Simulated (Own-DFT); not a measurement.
# What a defect does to the pressure of its cell: zincblende GaAs

The numbers are computed, not measured, by runs of the plane-wave DFT program Own-DFT (in-house, retired, unreviewed) at fixed positions, with no spin and no spin-orbit coupling.

All runs used: PBE; PseudoDojo norm-conserving scalar-relativistic files; cutoff 42 hartree; 3 x 3 x 3 k mesh centred on Gamma; Fermi-Dirac smearing of 0.1 eV.

Limits (not all hold for every row): not probed for a lower state with spin; forces on such cells failed a check on a denser k mesh; forces not confirmed at this smearing and k mesh; stress not checked against mesh or cutoff.

All runs share one cell, with vectors in Å (11.307, 0.000, 0.000); (0.000, 11.307, 0.000); (0.000, 0.000, 11.307) and a volume of 1445.4 Å³. u is the rms random offset of the atoms per axis. The defect's site can differ from row to row.

| cell | formula | u (Å) | P (GPa) |
|---|---|---|---|
| no defect | As32Ga32 | 0.0213 | 3.53 |
| no defect | As32Ga32 | 0.0219 | 3.54 |
| no defect | As32Ga32 | 0.0486 | 3.89 |
| two As on a Ga site each | As34Ga30 | 0.0281 | ? |
| two As on a Ga site each | As34Ga30 | 0.0284 | 4.79 |
| two As on a Ga site each | As34Ga30 | 0.0297 | 4.81 |
| two As on a Ga site each | As34Ga30 | 0.0311 | 4.77 |
| two As vacancies | As30Ga32 | 0.0293 | 3.15 |
| two As vacancies | As30Ga32 | 0.0293 | 3.23 |
| two As vacancies | As30Ga32 | 0.0520 | 3.59 |
| one As on a Ga site and one Ga on an As site | As32Ga32 | 0.0294 | 3.92 |
| one As on a Ga site and one Ga on an As site | As32Ga32 | 0.0319 | 3.94 |
| one As on a Ga site and one Ga on an As site | As32Ga32 | 0.0514 | 4.31 |
| one P on an As site | As31Ga32P | 0.0297 | 3.33 |
| one P on an As site | As31Ga32P | 0.0314 | 3.36 |
| one P on an As site | As31Ga32P | 0.0328 | 3.41 |

## Fit

P = P0 + c u² + a shift for each defect gives P0 = 3.42 GPa, c = 207 ± 12 GPa/Å² and a scatter of 0.03 GPa. The shifts, and each times the cell's volume:

- two As on a Ga site each: 1.18 ± 0.02 GPa, 10.7 eV (5.3 eV for each of its 2 sites)
- one As on a Ga site and one Ga on an As site: 0.32 ± 0.02 GPa, 2.9 eV
- one P on an As site: -0.26 ± 0.02 GPa, -2.3 eV
- two As vacancies: -0.40 ± 0.02 GPa, -3.7 eV (-1.8 eV for each of its 2 sites)

Against the defect-free cell, a freed cell would be larger where the shift is positive and smaller where it is negative (160.2 GPa Å³ is 1 eV). The atoms around the defects weren't relaxed, which would change these numbers.

## Check

Asked: what pressure belongs in the blank (two As on a Ga site each, u = 0.0281 Å)?

The fitted form gives 4.77 ± 0.03 GPa. The run itself gave 4.76 GPa.
